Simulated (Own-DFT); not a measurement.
# What a defect does to the pressure of its cell: zincblende InP

No measurement is shown. These are fixed-geometry runs of a retired plane-wave code named Own-DFT, which no person has reviewed; spin and spin-orbit coupling are neglected.

Common settings: PBE; PseudoDojo norm-conserving scalar-relativistic files; cutoff 36 hartree; 2 x 3 x 3 k mesh centred on Gamma; Fermi-Dirac smearing of 0.1 eV.

Limits (not all hold for every row): not probed for a lower state with spin; forces on such cells failed a check on a denser k mesh; forces not confirmed at this smearing and k mesh; stress not checked against mesh or cutoff.

All runs share one cell, with vectors in Å (17.606, 0.000, 0.000); (0.000, 11.737, 0.000); (0.000, 0.000, 11.737) and a volume of 2425.5 Å³. Atoms were moved at random from their sites; u is the rms move along one axis. The defect's site can differ from row to row.

| cell | formula | u (Å) | P (GPa) |
|---|---|---|---|
| no defect | In48P48 | 0.0201 | 3.20 |
| no defect | In48P48 | 0.0507 | 3.63 |
| no defect | In48P48 | 0.0514 | 3.61 |
| two P on an In site each | In46P50 | 0.0292 | 3.03 |
| two P on an In site each | In46P50 | 0.0302 | ? |
| two P on an In site each | In46P50 | 0.0513 | 3.31 |
| two P on an In site each | In46P50 | 0.0521 | 3.38 |
| one In on a P site and one P on an In site | In48P48 | 0.0285 | 3.54 |
| one In on a P site and one P on an In site | In48P48 | 0.0478 | 3.70 |
| one In on a P site and one P on an In site | In48P48 | 0.0529 | 3.92 |
| one In on a P site | In49P47 | 0.0302 | 3.87 |
| one In on a P site | In49P47 | 0.0310 | 3.93 |
| one In on a P site | In49P47 | 0.0487 | 4.21 |
| two P vacancies | In48P46 | 0.0486 | 3.35 |
| two P vacancies | In48P46 | 0.0488 | 3.27 |
| two P vacancies | In48P46 | 0.0493 | 3.37 |

## Fit

P = P0 + c u² + a shift for each defect gives P0 = 3.13 GPa, c = 187 ± 15 GPa/Å² and a scatter of 0.05 GPa. The shifts, and each times the cell's volume:

- one In on a P site: 0.61 ± 0.04 GPa, 9.2 eV
- one In on a P site and one P on an In site: 0.22 ± 0.04 GPa, 3.4 eV
- two P vacancies: -0.25 ± 0.04 GPa, -3.8 eV (-1.9 eV for each of its 2 sites)
- two P on an In site each: -0.28 ± 0.04 GPa, -4.2 eV (-2.1 eV for each of its 2 sites)

Positive is outwards. The product with the volume (160.2 GPa Å³ to the eV) is nearly free of the cell's size; divided by the bulk modulus at the cell's pressure it gives the volume that the defect adds. The atoms around the defects weren't relaxed, which would change these numbers.

## The run left out

Q: what pressure belongs in the blank (two P on an In site each, u = 0.0302 Å)?

The fitted form gives 3.02 ± 0.06 GPa. The calculation gave 3.01 GPa.
